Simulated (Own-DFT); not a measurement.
# How strain changes the stress of wurtzite GaN, 96 atoms (Ga48N48)

The numbers are computed, not measured, by runs of the plane-wave DFT program Own-DFT (in-house, retired, unreviewed) at fixed positions, with no spin and no spin-orbit coupling.

Common settings: PBE; PseudoDojo norm-conserving scalar-relativistic files (stringent for Ga); cutoff 96 hartree; 3 x 4 x 3 k mesh centred on Gamma; Gaussian smearing of 0.01 eV.

Keep in mind: forces on such cells passed a denser k mesh, each cell not checked; stress not checked against mesh or cutoff.

Unstrained cell vectors in Å: (12.756, 0.000, 0.000); (-4.783, 8.285, 0.000); (0.000, 0.000, 10.370). The unstrained cell has measured lattice constants (interpolated for alloys), not those of this functional. That, the random moves and any unrelaxed bonds set the pressure at no strain. The cell is deformed uniformly in each run, and the atoms keep their fractional places. Random moves of width 0.05 Å per axis were added to every atom. Stress is counted positive in tension, P = -(s_xx + s_yy + s_zz)/3, and strain components are those of the symmetric tensor.

```
run,e_xx (%),e_yy (%),e_zz (%),e_yz (%),e_xz (%),e_xy (%),s_xx (GPa),s_yy (GPa),s_zz (GPa),s_yz (GPa),s_xz (GPa),s_xy (GPa),P (GPa),E (meV/atom)
1,-1.78,-0.27,0.74,-1.19,-0.89,0.10,-14.04,-10.16,-4.64,-2.33,-1.84,-0.50,9.61,14.1
2,-0.26,0.16,1.45,1.89,0.93,0.95,-5.70,-5.20,-1.33,3.30,2.08,2.75,4.07,0.0
3,0.52,-1.11,1.36,-0.09,0.80,-1.44,-4.39,-10.26,-1.31,-0.27,1.41,-3.91,5.32,2.6
4,0.56,-0.27,1.50,-1.08,-1.02,-0.92,-4.39,-4.88,-1.88,-1.97,-2.11,-2.88,3.72,4.9
5,1.97,-1.81,-0.57,0.62,-1.97,1.91,-0.39,-14.37,-11.29,1.14,-4.60,4.06,8.69,41.1
6,-0.69,1.40,-1.15,-0.86,1.49,-1.52,-9.03,-3.47,-12.42,-3.09,2.23,-4.53,8.31,26.3
7,-1.87,-1.41,-0.41,1.63,-0.30,0.25,-17.12,-14.88,-13.16,3.37,-0.25,0.14,15.05,46.3
8,1.23,-0.74,-0.40,1.52,0.81,-1.18,-3.21,-7.76,-10.61,2.76,1.95,-4.12,7.19,22.7
9,1.85,-1.56,-1.81,-0.46,1.33,0.09,-2.27,-13.54,-15.36,-1.28,2.24,-0.23,10.39,31.2
10,0.55,-1.85,0.61,-1.10,-1.13,0.73,-5.83,-14.34,-6.08,-1.86,-2.74,2.95,8.75,23.7
11,0.41,1.80,-0.86,-0.86,-0.97,-1.08,-3.94,-0.19,-10.12,-1.10,-2.00,-2.34,4.75,17.5
12,0.97,-0.37,1.08,-0.02,-1.08,-1.51,-3.47,-6.65,-2.86,0.30,-1.72,-5.87,4.32,18.3
13,-1.43,-1.58,1.75,1.74,1.40,1.19,-14.54,-13.60,-1.65,2.82,3.37,3.37,9.93,29.7
14,-0.37,1.79,0.14,-1.97,-1.97,-1.20,-8.49,-0.27,-6.82,-3.83,-3.84,-4.66,5.19,41.6
15,-0.99,0.38,0.52,0.93,-1.12,0.20,-11.21,-5.87,-5.10,2.16,-3.03,-1.27,7.40,19.0
16,0.54,-0.50,0.36,1.60,1.43,0.35,-3.94,-8.65,-6.22,3.69,2.61,1.21,6.27,12.7
17,-1.66,0.46,1.61,1.50,-0.63,-0.60,-12.69,-6.90,-0.42,2.94,-1.29,-1.71,6.67,21.7
18,-0.80,-1.40,-0.59,1.85,-1.14,-0.70,?,?,?,?,?,?,?,?
```

The last column gives the free energy per atom over the lowest of the runs shown.

## Worked fit

Least squares on the runs shown: each stress against a constant and the strains, taken as fractions with shears doubled. Shear strains stay in the fit of a normal stress only where such slopes are resolved. The slopes, in GPa:

```
stress,at no strain,per e_xx,per e_yy,per e_zz,scatter
s_xx,-7.2,435 ± 20,93 ± 19,71 ± 22,0.85
s_yy,-7.3,115 ± 20,418 ± 19,98 ± 22,0.85
s_zz,-7.9,49 ± 18,74 ± 18,462 ± 20,0.79
```

The slope of each shear stress on twice its own strain, from a fit on all six strains: yz 104 ± 6, xz 99 ± 5, xy 151 ± 14 GPa. These are stiffnesses along x, y and z of the frame in which the cell vectors are given, with the crystal's c axis along z: C11, C12, C13 and C33. Hexagonal symmetry asks that xx and yy behave alike, which is a second check on the noise. These are clamped-ion slopes: internal relaxation, where symmetry allows it, would soften some. The table should be nearly symmetric about its diagonal, and what it lacks of that shows the noise. A ninth of the table's sum, 202 ± 7 GPa, estimates the bulk modulus near the mean pressure of these runs, 7.4 GPa, so it lies above the value at zero pressure.

## Prediction

The question: what normal stresses and pressure should run 18 give?

Estimate: s_xx = -12.4, s_yy = -14.6, s_zz = -12.1 and P = 13.0 GPa. The run itself gave -12.20, -13.86, -13.04 and P = 13.04 GPa.
